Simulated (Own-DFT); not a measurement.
## Calculated data, Al$_{3}$GaN$_{4}$ (wurtzite random alloy, strained, atoms displaced)

All values are calculated (Own-DFT development build). A calculation, not a measurement: plane-wave PBE density functional theory by an unreviewed code, no spin, of a simulated periodic cell, stress positive in tension, free energy of the whole cell less one offset for each atom, forces on such cells passed a denser k mesh, this cell's mesh not checked; offsets are fitted by least squares, one for each functional and potential file, so energies compare only between cells with the same atoms and settings and are not formation energies; the far tail of each file's local potential was reset to the Coulomb form; each entry is a single point on an unrelaxed cell, so the pressure reflects the starting lattice, mostly measured values, from which strain is counted, and rises with the displacements; printed positions are rounded, which can move forces by about a meV/angstrom; the program is a retired in-house code; no spin-orbit coupling.

Common to all runs: functional PBE; potential files PseudoDojo norm-conserving, scalar-relativistic, standard set with the stringent files for Ga; wave cutoff 96 hartree; occupations Gaussian; smearing width 0.01 eV; k mesh 4 x 4 x 3 centred on Gamma.

```yaml
- entry: 1
  formula: Al3GaN4
  kind: "wurtzite random alloy, strained, atoms displaced"
  structure:
    cell_angstrom: [[9.1589, 0.0, 0.0], [-4.5795, 7.9318, 0.0], [0.0, 0.0, 10.0655]]
    atoms_fractional:
      - [Al, 0.10952, 0.22811, 0.99754]
      - [Al, 0.2189, 0.11168, 0.24871]
      - ["N", 0.10841, 0.22575, 0.19633]
      - ["N", 0.2235, 0.11596, 0.4365]
      - [Al, 0.10927, 0.21826, 0.49848]
      - [Ga, 0.22318, 0.10822, 0.74749]
      - ["N", 0.10986, 0.22276, 0.68905]
      - ["N", 0.21793, 0.10992, 0.94356]
      - [Al, 0.12346, 0.5642, 0.00131]
      - [Al, 0.2212, 0.44343, 0.24712]
      - ["N", 0.11041, 0.5589, 0.19292]
      - ["N", 0.21927, 0.45054, 0.43314]
      - [Al, 0.10481, 0.55169, 0.49935]
      - [Al, 0.22086, 0.45261, 0.75204]
      - ["N", 0.12263, 0.55686, 0.6935]
      - ["N", 0.22062, 0.44124, 0.94223]
      - [Al, 0.10616, 0.8808, 0.99978]
      - [Al, 0.22906, 0.78477, 0.25739]
      - ["N", 0.10413, 0.88182, 0.19234]
      - ["N", 0.21743, 0.76967, 0.44388]
      - [Al, 0.11774, 0.88965, 0.51209]
      - [Al, 0.22886, 0.78362, 0.74314]
      - ["N", 0.1172, 0.89865, 0.68836]
      - ["N", 0.21649, 0.77344, 0.93717]
      - [Al, 0.44491, 0.22385, 0.00371]
      - [Al, 0.55943, 0.112, 0.24811]
      - ["N", 0.44486, 0.22011, 0.19549]
      - ["N", 0.55089, 0.11436, 0.44414]
      - [Al, 0.44299, 0.21086, 0.49113]
      - [Ga, 0.55587, 0.11599, 0.74465]
      - ["N", 0.43524, 0.21066, 0.68926]
      - ["N", 0.55684, 0.11353, 0.94319]
      - [Ga, 0.45136, 0.56421, 0.99529]
      - [Ga, 0.55727, 0.44453, 0.24694]
      - ["N", 0.42879, 0.54767, 0.18124]
      - ["N", 0.54732, 0.43716, 0.43968]
      - [Al, 0.44126, 0.55904, 0.49888]
      - [Al, 0.55322, 0.44347, 0.7481]
      - ["N", 0.43672, 0.54455, 0.68725]
      - ["N", 0.5684, 0.45408, 0.94733]
      - [Al, 0.43999, 0.87408, 0.0006]
      - [Ga, 0.5575, 0.7767, 0.25438]
      - ["N", 0.44785, 0.89275, 0.18452]
      - ["N", 0.55294, 0.78188, 0.44144]
      - [Al, 0.4373, 0.88414, 0.49738]
      - [Al, 0.55292, 0.78432, 0.75013]
      - ["N", 0.45072, 0.89464, 0.69803]
      - ["N", 0.54172, 0.77492, 0.9448]
      - [Al, 0.77175, 0.21211, 0.99821]
      - [Al, 0.87607, 0.10473, 0.24805]
      - ["N", 0.77098, 0.2125, 0.18586]
      - ["N", 0.89949, 0.11672, 0.43897]
      - [Al, 0.77356, 0.21377, 0.49961]
      - [Ga, 0.88708, 0.11223, 0.75466]
      - ["N", 0.78152, 0.22078, 0.69598]
      - ["N", 0.88524, 0.10769, 0.9389]
      - [Al, 0.78895, 0.55908, 0.99976]
      - [Ga, 0.88139, 0.44623, 0.25392]
      - ["N", 0.77355, 0.54914, 0.18396]
      - ["N", 0.88276, 0.44588, 0.43322]
      - [Al, 0.78138, 0.55233, 0.49862]
      - [Al, 0.89813, 0.44127, 0.7398]
      - ["N", 0.7785, 0.55583, 0.68853]
      - ["N", 0.88506, 0.44415, 0.94232]
      - [Al, 0.78684, 0.89869, 0.99909]
      - [Al, 0.87724, 0.77231, 0.25316]
      - ["N", 0.78342, 0.89498, 0.19313]
      - ["N", 0.88982, 0.78146, 0.43304]
      - [Ga, 0.77695, 0.89214, 0.49127]
      - [Ga, 0.89362, 0.78175, 0.75366]
      - ["N", 0.77993, 0.89569, 0.69087]
      - ["N", 0.88954, 0.77583, 0.94646]
  results:
    "free_energy_of_cell_above_offsets [eV]": "-19.523"
    "pressure [GPa]": 18.4
    "stress_xx [GPa]": -23.99
    "stress_yy [GPa]": -21.73
    "stress_zz [GPa]": -9.48
    "stress_yz [GPa]": 0.17
    "stress_xz [GPa]": 0.69
    "stress_xy [GPa]": 2.04
    force_element: [Al, Al, "N", "N", Al, Ga, "N", "N", Al, Al, "N", "N", Al, Al, "N", "N", Al, Al, "N", "N", Al, Al, "N", "N", Al, Al, "N", "N", Al, Ga, "N", "N", Ga, Ga, "N", "N", Al, Al, "N", "N", Al, Ga, "N", "N", Al, Al, "N", "N", Al, Al, "N", "N", Al, Ga, "N", "N", Al, Ga, "N", "N", Al, Al, "N", "N", Al, Al, "N", "N", Ga, Ga, "N", "N"]
    "force_x [eV/angstrom]": [0.676, -0.162, -0.402, 0.393, 1.058, -1.852, -0.033, 0.269, -1.936, -1.603, 0.696, 0.589, 0.692, 2.784, -3.061, -0.663, 0.746, -0.936, 0.25, -0.292, -1.637, -0.61, 0.882, 0.699, 0.042, -1.133, -0.331, 3.555, -3.461, 0.569, 0.924, -0.788, 0.289, -1.691, 1.817, 0.652, 0.377, 0.617, 0.023, -0.362, -3.381, -0.876, -0.711, -0.614, 0.349, 2.009, -0.977, 4.119, -0.311, 2.079, 0.167, -2.679, 0.42, 1.668, -1.123, 0.446, -0.925, 2.049, -0.514, 1.419, -2.765, -1.71, 0.823, 2.569, -0.766, 2.01, -0.16, 1.342, 0.938, -0.807, -0.74, -0.993]
    "force_y [eV/angstrom]": [-1.342, -0.613, -1.324, -1.708, 1.986, 2.235, 1.251, -0.073, -2.19, 0.118, 0.629, -0.721, -0.708, -2.866, 1.571, 0.934, 1.563, -0.956, 0.565, 1.328, 0.54, -0.48, -3.524, 1.178, 0.072, -0.371, -1.258, -2.63, 2.857, 0.447, 3.32, -1.559, -2.976, -0.061, 1.397, 1.304, -1.523, -0.59, 2.238, -1.651, 3.641, -0.844, -0.344, -0.782, 0.995, -1.709, -1.512, 2.372, 2.134, 2.423, 0.848, 0.064, 1.015, -0.017, 1.363, 1.029, -0.84, -0.834, 2.431, -1.467, 1.02, 1.092, -0.87, -0.774, -2.395, 0.164, -1.616, -1.226, -0.077, -0.566, -2.079, 0.955]
    "force_z [eV/angstrom]": [1.459, -0.066, -1.626, 0.479, 0.612, 2.422, -0.629, 0.362, 0.859, 0.748, -0.612, 0.979, -0.046, 0.947, -2.275, -1.5, 1.356, -1.331, -0.25, 0.282, -3.443, 1.773, -0.057, -1.061, -0.021, 0.161, -1.114, -1.635, 1.876, 2.564, -2.114, -0.237, 0.87, 0.632, 1.411, 0.77, 0.153, 0.785, 0.208, -2.058, 0.511, -1.403, 1.2, 0.321, 1.27, 0.578, -2.864, -2.991, 0.321, 0.938, 0.169, -1.107, 0.416, -0.311, -3.054, 1.202, 0.277, -2.21, -0.115, 3.19, 0.459, 2.678, -0.729, -1.311, 0.924, -1.118, -1.566, 1.626, 2.048, 0.083, -0.419, -0.644]
- entry: 2
  formula: Al3GaN4
  kind: "wurtzite random alloy, strained, atoms displaced"
  structure:
    cell_angstrom: [[9.1589, 0.0, 0.0], [-4.5795, 7.9318, 0.0], [0.0, 0.0, 10.0655]]
    atoms_fractional:
      - [Ga, 0.11112, 0.22837, 0.99942]
      - [Al, 0.22162, 0.10687, 0.25696]
      - ["N", 0.11482, 0.22506, 0.18596]
      - ["N", 0.2312, 0.11078, 0.43787]
      - [Al, 0.11886, 0.22701, 0.50442]
      - [Al, 0.22492, 0.10479, 0.7477]
      - ["N", 0.10332, 0.2212, 0.68447]
      - ["N", 0.22586, 0.11134, 0.94119]
      - [Al, 0.10639, 0.55207, 0.98877]
      - [Al, 0.22638, 0.44317, 0.26342]
      - ["N", 0.11059, 0.56105, 0.1921]
      - ["N", 0.22012, 0.44285, 0.43868]
      - [Ga, 0.11609, 0.55799, 0.50143]
      - [Al, 0.22429, 0.44112, 0.74734]
      - ["N", 0.12442, 0.56072, 0.69065]
      - ["N", 0.21952, 0.43623, 0.93834]
      - [Ga, 0.11127, 0.88589, 0.00478]
      - [Ga, 0.21361, 0.76941, 0.25146]
      - ["N", 0.1145, 0.88967, 0.19246]
      - ["N", 0.21841, 0.78165, 0.4418]
      - [Al, 0.10867, 0.87822, 0.50128]
      - [Ga, 0.22168, 0.78214, 0.75103]
      - ["N", 0.11974, 0.89089, 0.69155]
      - ["N", 0.22638, 0.77847, 0.93383]
      - [Al, 0.44845, 0.22158, 0.99734]
      - [Al, 0.54759, 0.10462, 0.25708]
      - ["N", 0.44247, 0.21522, 0.19231]
      - ["N", 0.55628, 0.10628, 0.44219]
      - [Al, 0.45031, 0.21761, 0.50718]
      - [Ga, 0.55728, 0.11896, 0.74909]
      - ["N", 0.44115, 0.20915, 0.68474]
      - ["N", 0.5599, 0.10467, 0.93632]
      - [Al, 0.44925, 0.55704, 0.99698]
      - [Al, 0.55486, 0.44261, 0.24415]
      - ["N", 0.44557, 0.54738, 0.19437]
      - ["N", 0.55802, 0.46224, 0.43884]
      - [Al, 0.45128, 0.55735, 0.50839]
      - [Al, 0.56067, 0.45536, 0.7506]
      - ["N", 0.43802, 0.55377, 0.68309]
      - ["N", 0.55522, 0.44702, 0.93967]
      - [Al, 0.44397, 0.88546, 0.99319]
      - [Al, 0.54955, 0.77225, 0.25704]
      - ["N", 0.45253, 0.90141, 0.19899]
      - ["N", 0.55531, 0.7744, 0.44274]
      - [Al, 0.44904, 0.88968, 0.49319]
      - [Al, 0.55113, 0.77897, 0.7382]
      - ["N", 0.45609, 0.89577, 0.68409]
      - ["N", 0.55653, 0.77986, 0.93587]
      - [Al, 0.77824, 0.2121, 0.00268]
      - [Al, 0.89083, 0.10675, 0.24867]
      - ["N", 0.77193, 0.2253, 0.17863]
      - ["N", 0.88963, 0.10723, 0.43644]
      - [Ga, 0.77598, 0.22465, 0.50016]
      - [Ga, 0.88617, 0.11272, 0.75633]
      - ["N", 0.7696, 0.21368, 0.69085]
      - ["N", 0.88278, 0.10764, 0.9409]
      - [Al, 0.77791, 0.55436, 0.99336]
      - [Ga, 0.89221, 0.44827, 0.25064]
      - ["N", 0.77289, 0.55749, 0.19699]
      - ["N", 0.88365, 0.4518, 0.43438]
      - [Al, 0.78015, 0.55933, 0.4972]
      - [Al, 0.88443, 0.43524, 0.75785]
      - ["N", 0.78364, 0.56947, 0.69462]
      - ["N", 0.89162, 0.44804, 0.9432]
      - [Al, 0.77456, 0.88178, 0.99904]
      - [Al, 0.89108, 0.78366, 0.24944]
      - ["N", 0.78009, 0.88997, 0.19024]
      - ["N", 0.89108, 0.77628, 0.43437]
      - [Al, 0.76807, 0.88085, 0.50151]
      - [Al, 0.88737, 0.78673, 0.74674]
      - ["N", 0.78756, 0.89287, 0.68945]
      - ["N", 0.89523, 0.78303, 0.94576]
  results:
    "free_energy_of_cell_above_offsets [eV]": "-19.539"
    "pressure [GPa]": 18.6
    "stress_xx [GPa]": -21.94
    "stress_yy [GPa]": -21.39
    "stress_zz [GPa]": -12.47
    "stress_yz [GPa]": -0.6
    "stress_xz [GPa]": -0.07
    "stress_xy [GPa]": 1.66
    force_element: [Ga, Al, "N", "N", Al, Al, "N", "N", Al, Al, "N", "N", Ga, Al, "N", "N", Ga, Ga, "N", "N", Al, Ga, "N", "N", Al, Al, "N", "N", Al, Ga, "N", "N", Al, Al, "N", "N", Al, Al, "N", "N", Al, Al, "N", "N", Al, Al, "N", "N", Al, Al, "N", "N", Ga, Ga, "N", "N", Al, Ga, "N", "N", Al, Al, "N", "N", Al, Al, "N", "N", Al, Al, "N", "N"]
    "force_x [eV/angstrom]": [0.81, -0.1, -0.078, -0.872, -0.478, -1.429, 2.322, 0.36, 1.811, -0.716, 2.528, 1.561, -1.184, -0.694, -1.782, 0.145, 0.902, 1.171, -1.452, 2.499, -1.614, 2.344, -3.234, 0.278, 0.114, 1.008, -0.373, -1.071, -1.073, 0.644, -2.379, -1.054, -1.504, 0.593, -1.889, 2.079, -1.889, -0.077, 1.292, 0.726, 0.05, 0.801, 0.521, -0.826, -1.113, 1.385, -1.114, 0.328, -1.61, -0.966, 0.904, 0.408, 1.643, 0.452, 1.255, 0.899, -0.157, -1.079, 0.383, 1.251, -1.074, 0.318, 0.637, -0.711, -0.114, 0.203, -1.085, -0.618, 2.288, 2.849, -2.705, -1.646]
    "force_y [eV/angstrom]": [-2.714, 0.908, -0.34, -0.12, -1.728, 1.276, 0.308, 0.443, 0.992, -0.148, -2.688, 0.172, -0.297, -0.35, -2.02, 3.833, 1.059, 2.544, 0.389, -0.203, 2.302, -0.403, 0.007, -0.936, -0.643, 3.06, 0.863, 0.569, 1.24, -2.42, 3.67, 1.045, -0.025, -1.026, 1.657, -3.032, -0.277, -1.316, 0.267, -0.631, 0.548, 0.5, -3.96, -0.25, -0.704, 0.09, -0.776, -1.103, 1.337, 1.413, -1.338, 0.07, 0.203, -0.316, 3.15, -0.92, 0.817, -1.036, 0.878, -0.755, 0.267, 1.588, -2.175, -1.834, 0.919, -0.99, -0.749, 0.854, 1.722, -0.296, -0.878, -1.565]
    "force_z [eV/angstrom]": [0.967, -1.247, 2.083, 1.523, -1.441, 1.017, 0.931, -1.595, 2.048, -3.189, -2.389, 1.441, 0.297, 0.771, 0.686, -1.657, 0.239, 0.722, 0.201, -0.059, 0.427, -0.497, -1.599, 1.819, 1.186, -0.478, -0.782, -0.836, -2.303, 1.462, 0.621, 0.903, 1.325, 1.675, -1.464, 0.047, -2.166, -0.404, 2.107, -0.967, 1.751, -1.197, -2.096, -0.256, 1.282, 1.632, -1.01, -0.745, -0.251, -0.067, 2.536, 0.299, -0.207, -0.484, -0.568, 0.404, 2.059, -0.941, -2.437, 1.892, 0.526, -1.313, -0.754, -1.111, 0.936, -0.012, -0.585, 1.118, -0.415, 1.833, -1.174, -2.074]
- entry: 3
  formula: Al3GaN4
  kind: "wurtzite random alloy, strained, atoms displaced"
  structure:
    cell_angstrom: [[9.1589, 0.0, 0.0], [-4.5795, 7.9318, 0.0], [0.0, 0.0, 10.0655]]
    atoms_fractional:
      - [Ga, 0.09544, 0.20594, 0.99739]
      - [Al, 0.21384, 0.10771, 0.24731]
      - ["N", 0.10858, 0.21714, 0.19256]
      - ["N", 0.22257, 0.10718, 0.43615]
      - [Al, 0.10785, 0.22465, 0.49918]
      - [Al, 0.22446, 0.11577, 0.75353]
      - ["N", 0.12007, 0.23673, 0.68302]
      - ["N", 0.22913, 0.11634, 0.93698]
      - [Al, 0.11519, 0.55483, 0.00128]
      - [Al, 0.22037, 0.44375, 0.24701]
      - ["N", 0.11865, 0.55927, 0.19192]
      - ["N", 0.20878, 0.43926, 0.43339]
      - [Al, 0.10721, 0.5524, 0.49721]
      - [Al, 0.22946, 0.46087, 0.74486]
      - ["N", 0.11126, 0.55255, 0.69741]
      - ["N", 0.21995, 0.44154, 0.93734]
      - [Al, 0.12654, 0.90184, 0.99644]
      - [Al, 0.22701, 0.78561, 0.25206]
      - ["N", 0.11125, 0.88847, 0.19234]
      - ["N", 0.21417, 0.77784, 0.43378]
      - [Ga, 0.10741, 0.88288, 0.49909]
      - [Al, 0.22487, 0.78168, 0.75321]
      - ["N", 0.10555, 0.89102, 0.68933]
      - ["N", 0.21617, 0.77076, 0.94302]
      - [Ga, 0.43252, 0.21223, 0.99842]
      - [Ga, 0.54769, 0.11412, 0.25306]
      - ["N", 0.46218, 0.2242, 0.18679]
      - ["N", 0.56099, 0.1102, 0.44776]
      - [Al, 0.44639, 0.21992, 0.50017]
      - [Al, 0.56425, 0.1173, 0.75468]
      - ["N", 0.44218, 0.22806, 0.68845]
      - ["N", 0.55504, 0.10784, 0.94133]
      - [Al, 0.43955, 0.55725, 0.99878]
      - [Al, 0.55412, 0.42949, 0.25272]
      - ["N", 0.44287, 0.55897, 0.19023]
      - ["N", 0.54529, 0.44462, 0.44035]
      - [Al, 0.44083, 0.54672, 0.49327]
      - [Al, 0.55496, 0.42877, 0.74683]
      - ["N", 0.44407, 0.55455, 0.69337]
      - ["N", 0.56056, 0.45063, 0.94547]
      - [Ga, 0.45306, 0.88713, 0.01135]
      - [Al, 0.55971, 0.77675, 0.26043]
      - ["N", 0.44792, 0.88794, 0.18695]
      - ["N", 0.54731, 0.77343, 0.43578]
      - [Al, 0.44182, 0.88649, 0.4972]
      - [Ga, 0.55865, 0.7815, 0.7474]
      - ["N", 0.44178, 0.8814, 0.69144]
      - ["N", 0.56282, 0.77472, 0.94052]
      - [Al, 0.78335, 0.23417, 0.99908]
      - [Al, 0.89302, 0.11187, 0.24941]
      - ["N", 0.77815, 0.2242, 0.18475]
      - ["N", 0.88712, 0.11311, 0.43816]
      - [Al, 0.78758, 0.23098, 0.5016]
      - [Ga, 0.89063, 0.10859, 0.74804]
      - ["N", 0.77562, 0.22951, 0.69242]
      - ["N", 0.88628, 0.10526, 0.95438]
      - [Ga, 0.76811, 0.55059, 0.9999]
      - [Al, 0.88956, 0.44731, 0.25343]
      - ["N", 0.77653, 0.54902, 0.19937]
      - ["N", 0.88893, 0.44956, 0.44356]
      - [Al, 0.77978, 0.55546, 0.5012]
      - [Al, 0.88305, 0.43814, 0.74555]
      - ["N", 0.76577, 0.54467, 0.68452]
      - ["N", 0.88081, 0.43984, 0.94298]
      - [Ga, 0.7729, 0.88357, 0.00235]
      - [Al, 0.88242, 0.77752, 0.24289]
      - ["N", 0.78517, 0.88936, 0.18425]
      - ["N", 0.89513, 0.77834, 0.43872]
      - [Al, 0.76868, 0.87467, 0.49847]
      - [Al, 0.89557, 0.78268, 0.74658]
      - ["N", 0.78469, 0.89924, 0.69229]
      - ["N", 0.88811, 0.77696, 0.95096]
  results:
    "free_energy_of_cell_above_offsets [eV]": "-18.496"
    "pressure [GPa]": 19.01
    "stress_xx [GPa]": -24.02
    "stress_yy [GPa]": -22.81
    "stress_zz [GPa]": -10.19
    "stress_yz [GPa]": -0.62
    "stress_xz [GPa]": -0.77
    "stress_xy [GPa]": 0.26
    force_element: [Ga, Al, "N", "N", Al, Al, "N", "N", Al, Al, "N", "N", Al, Al, "N", "N", Al, Al, "N", "N", Ga, Al, "N", "N", Ga, Ga, "N", "N", Al, Al, "N", "N", Al, Al, "N", "N", Al, Al, "N", "N", Ga, Al, "N", "N", Al, Ga, "N", "N", Al, Al, "N", "N", Al, Ga, "N", "N", Ga, Al, "N", "N", Al, Al, "N", "N", Ga, Al, "N", "N", Al, Al, "N", "N"]
    "force_x [eV/angstrom]": [2.643, 1.739, 0.388, -0.261, 1.025, -0.745, 0.394, -2.605, -1.259, 0.443, -1.36, 1.422, 0.385, 1.043, -2.372, 0.004, -1.388, 0.049, -0.011, 3.012, 0.146, -0.553, 2.073, 0.433, 3.585, 4.903, -6.151, -0.427, -0.921, -1.664, 1.074, 0.797, 0.864, -1.364, 1.149, 3.228, -2.788, -2.127, 1.488, -3.448, -0.615, -0.152, 0.05, 0.771, -0.626, 0.789, -1.587, -2.329, -0.228, -1.736, 0.963, 0.178, -0.65, 0.036, 0.972, -3.601, 2.479, 1.332, -0.893, 0.207, -1.466, 0.414, 1.542, 1.873, 0.853, 2.146, -2.144, -3.283, 0.414, -1.802, 0.875, 2.38]
    "force_y [eV/angstrom]": [3.476, 0.227, 1.121, 1.641, -1.0, 0.274, -0.938, -1.952, -0.762, -0.107, 0.059, 0.734, 1.074, -2.366, 1.674, 0.122, -3.01, -1.175, 0.388, -1.075, 1.977, -0.737, 0.671, 1.345, 3.182, -2.246, 0.36, 0.388, -0.092, -1.676, -3.668, 0.623, -0.84, 2.986, -0.867, -1.35, 0.945, 3.989, -0.424, -2.378, -0.385, 0.139, -0.522, -0.218, -0.065, -1.122, 2.412, -0.946, -2.907, -0.204, 0.241, -1.235, -1.207, 3.201, -1.733, 0.377, 1.31, -0.581, 0.98, -0.709, 0.159, 2.591, 2.02, 1.895, 0.088, -1.001, 0.375, -1.491, 2.062, -1.953, -3.275, 1.111]
    "force_z [eV/angstrom]": [1.458, 1.106, -0.492, -0.037, -0.396, -1.651, 0.95, -1.538, 0.413, 0.071, -0.411, 0.425, 0.904, 1.711, -2.128, -0.3, 1.389, -1.001, -1.334, 0.721, 0.78, 0.368, 0.969, -0.94, 1.2, 1.503, -1.02, -0.102, 0.208, -0.253, -0.552, -1.137, 0.597, -0.105, 0.086, -0.775, 1.724, 2.195, -1.917, -2.462, -2.871, -3.109, 3.733, 1.874, 0.998, 1.286, -1.369, -0.933, 1.237, 0.083, 1.127, 0.197, 0.134, 1.496, -1.397, -3.271, 1.938, -0.473, -0.25, -0.639, -0.562, 1.934, 0.427, -2.078, 0.126, 0.976, 2.999, -0.914, 0.244, 1.815, -2.278, -2.707]
```
